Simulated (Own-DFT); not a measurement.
# Biaxial strain at fixed height in wurtzite AlGaN with randomly placed atoms, 72 atoms (Al27Ga9N36)

Calculated, not measured: single-point runs of Own-DFT, a retired in-house plane-wave DFT program that no person has reviewed, on unrelaxed cells, without spin or spin-orbit coupling.

Common settings: PBE; PseudoDojo norm-conserving scalar-relativistic files; cutoff 42 hartree; 4 x 4 x 3 k mesh centred on Gamma; Fermi-Dirac smearing of 0.1 eV.

Caveats: forces on such cells passed a denser k mesh, each cell not checked; stress not checked against mesh or cutoff.

Unstrained cell vectors in Å: (9.394, 0.000, 0.000); (-4.697, 8.135, 0.000); (0.000, 0.000, 10.066). The unstrained cell has measured lattice constants (interpolated for alloys), not those of this functional. That, the random moves and any unrelaxed bonds set the pressure at no strain. Each run strains x and y alike by e, as a substrate would, and holds the height along z. All atoms carry random offsets, Gaussian with a width of 0.05 Å per axis. The random placing of the alloy's atoms differs from row to row. Stress is positive in tension.

| e (%) | u (Å) | (s_xx + s_yy)/2 (GPa) | s_zz (GPa) |
|---|---|---|---|
| -2.50 | 0.048 | -23.16 | -10.29 |
| -2.25 | 0.048 | -20.12 | -9.93 |
| -2.00 | 0.046 | -17.49 | -12.09 |
| -1.50 | 0.048 | -15.96 | -8.50 |
| 0.50 | 0.053 | -4.00 | -6.89 |
| 0.75 | 0.050 | -3.66 | -3.68 |
| 1.00 | 0.051 | -0.87 | -7.08 |
| 1.75 | 0.049 | ? | ? |
| 2.50 | 0.049 | 5.28 | -1.81 |
| 2.75 | 0.054 | 6.73 | -2.44 |

## What the rows give

With e as a fraction, the in-plane stress is -6.8 + 552 e - 2513 e² GPa (errors 15 and 1086, scatter 0.85), and s_zz is -6.8 + 167 e GPa (slope ± 25, scatter 1.42). At e = 0 the first slope is C11 + C12 and the second 2 C13, both with the ions held to the strained lattice and at the cell's own pressure. A free layer would change its height as e changes, and the in-plane slope would drop by 2 C13²/C33 to the biaxial modulus. At fixed height, a misfit of 1 % moves the in-plane stress by about 5.5 GPa and s_zz by 1.7 GPa.

## Prediction

Q: what are the two stresses at e = 1.75 %?

Estimate: 2.1 and -3.9 GPa. The calculation gave 2.83 and -4.14 GPa.
